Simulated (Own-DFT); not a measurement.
# Energy and forces against displacement in 6H (3C twinned every three layers) SiC, 48 atoms (C24Si24)

All numbers below are calculated, not measured. The program, named Own-DFT, is a retired in-house plane-wave density functional code that no person has reviewed. Each row is one single-point run on a periodic cell that was not relaxed, without spin or spin-orbit coupling.

Settings of every run: PBE; PseudoDojo norm-conserving scalar-relativistic files; cutoff 42 hartree; 5 x 5 x 2 k mesh centred on Gamma; Fermi-Dirac smearing of 0.1 eV.

Known limits, some of them of some rows only: some atoms lie very close together; forces on such cells passed a denser k mesh, each cell not checked; stress not checked against mesh or cutoff.

Cell vectors in Å: (4.360, -4.360, 0.000); (0.000, 4.360, -4.360); (8.719, 8.719, 8.719). In each run every atom was moved at random and independently from its ideal site; u is the rms move along one axis. E is the free energy for each atom above the fitted value at u = 0, and F the rms of the force components.

```
run,u (Å),E (meV/atom),F (eV/Å),largest force (eV/Å),P (GPa)
1,0.0286,33.6,0.854,3.14,3.70
2,0.0296,?,?,?,?
3,0.0568,118.0,1.725,6.54,5.80
4,0.0586,131.8,1.828,7.23,5.86
5,0.0605,123.5,1.579,5.33,5.43
6,0.0933,329.2,3.057,12.01,11.29
7,0.1093,518.4,4.207,25.30,14.39
```

## Worked fit

For small independent moves the energy grows as E = (3/2) K u², with K the mean stiffness felt by one atom. The runs with u up to 0.11 Å give K = 25.6 ± 1.5 eV/Å², with residuals divided by u² + 0.0006 Å², since the noise grows with the moves. The scatter is 10.2 meV/atom at u = 0.05 Å. The forces follow F = G u with G = 31.7 eV/Å²; no force at u = 0 is resolved. G exceeds K because the moves of its neighbours add to the force on an atom, and stiffness differs between atoms. The pressure follows P = 2.49 + 992 u² GPa: at fixed volume, shortened bonds push harder than stretched ones pull.

## Withheld run

Question: what energy and rms force should run 2 give?

The fit gives 34 ± 5 meV/atom and about 0.94 eV/Å. The calculation gave 32.4 meV/atom and 0.817 eV/Å.
